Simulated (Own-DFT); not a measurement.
# A change of arrangement and its cost: Ga48P48, 96 atoms

All numbers below are calculated, not measured. The program, named Own-DFT, is a retired in-house plane-wave density functional code that no person has reviewed. Each row is one single-point run on a periodic cell that was not relaxed, without spin or spin-orbit coupling.

Settings of every run: PBE; PseudoDojo norm-conserving scalar-relativistic files; cutoff 42 hartree; 2 x 3 x 3 k mesh centred on Gamma; Fermi-Dirac smearing of 0.1 eV.

Known limits, some of them of some rows only: not probed for a lower state with spin; forces on such cells failed a check on a denser k mesh; forces on such cells passed a denser k mesh, each cell not checked; stress not checked against mesh or cutoff.

All cells hold the same atoms in the same cell, with vectors in Å (16.352, 0.000, 0.000); (0.000, 10.901, 0.000); (0.000, 0.000, 10.901). Every atom was moved at random from its ideal site; u is the rms move along one axis. The defect's site can differ from row to row. E is the free energy of the cell above the lowest run. The arrangements:

- A: zincblende GaP
- B: zincblende GaP, with one Ga on a P site and one P on a Ga site, 2.4 Å apart

```
arrangement,u (Å),E (eV),P (GPa)
A,0.0194,0.012,2.71
A,0.0196,0.000,2.71
A,0.0212,0.104,2.73
A,0.0468,3.360,3.24
A,0.0472,3.263,3.23
A,0.0496,2.989,3.15
B,0.0299,3.796,2.92
B,0.0305,3.833,2.94
B,0.0309,4.057,2.94
B,0.0491,6.506,3.32
B,0.0503,6.953,3.44
B,0.0511,6.768,3.38
```

Question: once the cost of the random moves is taken out, how do the arrangements rank?

## Worked answer

Fit E = a + b u², with one b for all and one a for each arrangement, and with residuals divided by u², since the noise grows with the moves. Then b = 1720 eV/Å², the scatter at u = 0.04 Å is 0.18 eV, and against A:

- B: 2.97 ± 0.07 eV (higher)

These are energies of unrelaxed cells. Relaxing the atoms lowers the strained arrangements most, so the gaps would shrink and small ones could change sign.
